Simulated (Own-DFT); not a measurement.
# What a defect does to the pressure of its cell: C11b WSi2

Source: density functional calculations with Own-DFT, an unreviewed in-house program that is no longer used. Nothing was measured or relaxed, and spin and spin-orbit coupling are left out.

Common settings: PBE; PseudoDojo norm-conserving scalar-relativistic files; cutoff 50 hartree; 5 x 5 x 5 k mesh centred on Gamma; cold (Marzari-Vanderbilt) smearing of 0.2 eV.

Known weak points: forces on such cells failed a check on a denser k mesh; stress not checked against mesh or cutoff.

All runs share one cell, with vectors in Å (-2.148, -5.953, 3.409); (-6.444, 2.976, 1.136); (-2.553, -2.948, -6.757) and a volume of 403.2 Å³. u is the rms random offset of the atoms per axis. The defect's site can differ from row to row.

| cell | formula | u (Å) | P (GPa) |
|---|---|---|---|
| no defect | Si20W10 | 0.0203 | 4.51 |
| no defect | Si20W10 | 0.0208 | 4.44 |
| no defect | Si20W10 | 0.0476 | 5.86 |
| one W vacancy | Si20W9 | 0.0298 | 3.82 |
| one W vacancy | Si20W9 | 0.0312 | 3.30 |
| one W vacancy | Si20W9 | 0.0552 | 4.92 |
| one Si on a W site | Si21W9 | 0.0324 | 6.54 |
| one Si on a W site | Si21W9 | 0.0525 | 7.68 |
| one Si on a W site | Si21W9 | 0.0550 | 7.53 |
| one W on a Si site | Si19W11 | 0.0312 | 9.70 |
| one W on a Si site | Si19W11 | 0.0317 | 10.03 |
| one W on a Si site | Si19W11 | 0.0486 | 11.46 |
| one W on a Si site | Si19W11 | 0.0510 | ? |
| one Si vacancy | Si19W10 | 0.0255 | 3.24 |
| one Si vacancy | Si19W10 | 0.0323 | 2.86 |
| one Si vacancy | Si19W10 | 0.0539 | 4.48 |

## Analysis

P = P0 + c u² + a shift for each defect gives P0 = 4.21 GPa, c = 704 ± 88 GPa/Å² and a scatter of 0.30 GPa. The shifts, and each times the cell's volume:

- one W on a Si site: 5.17 ± 0.25 GPa, 13.0 eV
- one Si on a W site: 1.44 ± 0.27 GPa, 3.6 eV
- one W vacancy: -1.35 ± 0.25 GPa, -3.4 eV
- one Si vacancy: -1.76 ± 0.25 GPa, -4.4 eV

A positive shift means that the defect pushes the cell outwards. Shift times volume (160.2 GPa Å³ is 1 eV) depends little on the cell's size, so, taken for each site, it can be compared between cells at like pressure. The atoms around the defects weren't relaxed, which would change these numbers.

## The run left out

Question: what pressure belongs in the blank (one W on a Si site, u = 0.0510 Å)?

From the fit: 11.21 ± 0.36 GPa. DFT gave 10.32 GPa.
